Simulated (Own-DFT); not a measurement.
# Strain and stress in 2H SiC, 72 atoms (C36Si36)

Calculated results; nothing here was measured. The program, named Own-DFT, is a retired in-house plane-wave density functional code that no person has reviewed. Each row is one single-point run on a periodic cell that was not relaxed, without spin or spin-orbit coupling.

Settings of every run: PBE; PseudoDojo norm-conserving scalar-relativistic files; cutoff 42 hartree; 4 x 4 x 3 k mesh centred on Gamma; Fermi-Dirac smearing of 0.1 eV.

Known limits: forces on such cells passed a denser k mesh, each cell not checked; stress not checked against mesh or cutoff.

Unstrained cell vectors in Å: (9.248, 0.000, 0.000); (-4.624, 8.009, 0.000); (0.000, 0.000, 10.068). The unstrained cell has measured lattice constants (interpolated for alloys), not those of this functional. That, the random moves and any unrelaxed bonds set the pressure at no strain. Each run strains this cell uniformly, with the atoms carried along. Every atom was also moved at random, by a Gaussian of width 0.05 Å on each axis. Strain is the symmetric tensor, in per cent. Stress is positive in tension, and the pressure is minus a third of its trace.

```
run  e_xx (%)  e_yy (%)  e_zz (%)  e_yz (%)  e_xz (%)  e_xy (%)  s_xx (GPa)  s_yy (GPa)  s_zz (GPa)  s_yz (GPa)  s_xz (GPa)  s_xy (GPa)  P (GPa)  E (meV/atom)
  1      0.07      0.61     -1.84      0.40      1.83      0.47       -6.25       -1.73      -15.81        0.91        6.82        1.71     7.93          22.8
  2      0.11      0.39      1.87     -0.43      1.20     -1.31       -4.23       -2.57        4.90       -0.56        4.85       -7.29     0.63          10.4
  3      1.86      1.36     -1.89      1.57     -1.39     -1.35        6.07        3.52      -21.35        5.83       -3.90       -6.11     3.92          62.9
  4      1.73      0.45      1.13      0.22      0.40     -0.27        5.87       -0.76       -0.27        0.18        1.93       -1.30    -1.62           8.4
  5     -0.18     -0.46      1.88      0.91      1.80      1.58       -6.58       -6.23        4.26        3.11        5.87        7.23     2.85          17.9
  6     -0.06      1.72     -0.54      0.65     -0.92      0.25       -5.17        5.90      -10.32        1.53       -3.32        0.61     3.20          10.9
  7      1.49     -1.22      0.17     -0.55     -1.36     -0.08        3.50      -10.81       -6.92       -2.74       -5.29       -1.41     4.74          18.4
  8      0.89      1.74      1.10      0.04     -1.86     -0.31        0.54        6.03        1.29       -0.61       -5.64       -1.63    -2.62          10.5
  9     -0.75     -0.96      1.69      0.60      1.95     -1.57       -7.68       -9.00        1.96        2.02        6.21       -6.17     4.91           0.0
 10     -1.73     -0.92      0.87      0.14     -0.49     -1.70      -17.03      -11.82       -2.03       -0.13       -1.29       -7.88    10.30          46.7
 11      1.75     -1.55     -1.23      0.40      1.51     -1.86        2.88      -12.43      -15.52        0.27        5.60       -8.88     8.36          41.2
 12      1.50      1.53     -0.83      1.78      0.88     -1.97        3.76        3.23      -10.73        6.36        2.25       -8.68     1.25          44.1
 13      1.23     -0.70     -0.13     -1.84     -0.98     -1.46        2.54       -9.11       -7.84       -5.86       -3.60       -6.74     4.80          17.6
 14      0.61      0.43     -1.53     -1.49     -0.89      0.17       -0.17       -2.14      -18.44       -4.12       -3.32        1.27     6.92          29.3
 15      0.64      1.19      1.51      1.06     -1.81     -0.22        0.91        2.04        1.43        3.89       -6.01       -0.15    -1.46          13.4
 16     -0.43     -0.01     -1.40      0.07      1.60      1.90       -9.28       -6.10      -14.30        0.51        6.48        9.40     9.89          27.3
 17      1.12     -0.65      1.78     -1.15     -1.20     -0.84           ?           ?           ?           ?           ?           ?        ?             ?
```

E is the free energy for each atom above the lowest run shown.

## Worked fit

Each stress component was fitted by least squares to a constant and the strains of the runs shown, as fractions, with shears doubled. Shear strains stay in the fit of a normal stress only where such slopes are resolved. The slopes, in GPa:

```
stress,at no strain,per e_xx,per e_yy,per e_zz,scatter
s_xx,-5.4,619 ± 29,47 ± 27,51 ± 22,1.11
s_yy,-4.8,55 ± 22,563 ± 20,30 ± 16,0.84
s_zz,-7.1,-36 ± 38,37 ± 35,609 ± 28,1.44
```

Each shear stress against twice its own strain: yz 155 ± 12, xz 173 ± 8, xy 231 ± 9 GPa. These are stiffnesses along x, y and z of the frame in which the cell vectors are given, which need not be the crystal's axes. The atoms are held to the strained lattice; where symmetry lets them move under strain, relaxing them would lower some slopes. The table should be nearly symmetric about its diagonal, and what it lacks of that shows the noise. A ninth of its sum, 220 ± 6 GPa, estimates the bulk modulus near the mean pressure of these runs, 4.0 GPa, so it lies above the value at zero pressure.

## Withheld run

Question: what normal stresses and pressure should run 17 give?

The fit gives s_xx = 2.1, s_yy = -7.3, s_zz = 3.2 and P = 0.7 GPa. The calculation gave 0.41, -5.37, 3.32 and P = 0.55 GPa.
